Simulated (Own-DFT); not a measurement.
# Stretching a layer in its plane: wurtzite AlGaN with randomly placed atoms, 72 atoms (Al9Ga27N36)

No measurement is shown. These are fixed-geometry runs of a retired plane-wave code named Own-DFT, which no person has reviewed; spin and spin-orbit coupling are neglected.

All runs used: PBE; PseudoDojo norm-conserving scalar-relativistic files (stringent for Ga); cutoff 96 hartree; 4 x 4 x 3 k mesh centred on Gamma; Gaussian smearing of 0.01 eV.

Caveats: forces on such cells passed a denser k mesh, each cell not checked; stress not checked against mesh or cutoff.

Unstrained cell vectors in Å: (9.509, 0.000, 0.000); (-4.755, 8.235, 0.000); (0.000, 0.000, 10.268). The unstrained cell has measured lattice constants (interpolated for alloys), not those of this functional. That, the random moves and any unrelaxed bonds set the pressure at no strain. Each run strains x and y alike by e, as a substrate would, and holds the height along z. Each coordinate of each atom was shifted by a normal deviate of width 0.05 Å. The random placing of the alloy's atoms differs from row to row. Stress is positive in tension.

```
e (%),u (Å),(s_xx + s_yy)/2 (GPa),s_zz (GPa)
-2.25,0.047,-21.51,-8.68
-1.75,0.049,-17.29,-9.41
-1.50,0.052,-17.54,-8.42
-1.00,0.046,-11.43,-10.48
-0.75,0.050,-10.47,-10.33
-0.50,0.049,?,?
1.25,0.049,0.11,-7.27
2.25,0.053,3.65,-4.07
2.50,0.048,5.20,-4.01
2.75,0.049,6.20,-3.13
```

## Working it out

With e as a fraction, the in-plane stress is -6.1 + 575 e - 5059 e² GPa (errors 18 and 1490, scatter 0.86), and s_zz is -9.5 + 87 e + 5722 e² GPa (slope ± 14, scatter 0.65). At e = 0 the first slope is C11 + C12 and the second 2 C13, both with the ions held to the strained lattice and at the cell's own pressure. The term in e² is negative: the layer stiffens under compression and softens under tension. A free layer would change its height as e changes, and the in-plane slope would drop by 2 C13²/C33 to the biaxial modulus. At fixed height, a misfit of 1 % moves the in-plane stress by about 5.7 GPa and s_zz by 0.9 GPa.

## Test on the hidden row

Q: what are the two stresses at e = -0.50 %?

From the fit: -9.1 and -9.8 GPa. The run itself gave -9.58 and -8.00 GPa. The miss is larger than the scatter suggests: chance, or a term that the fit lacks.
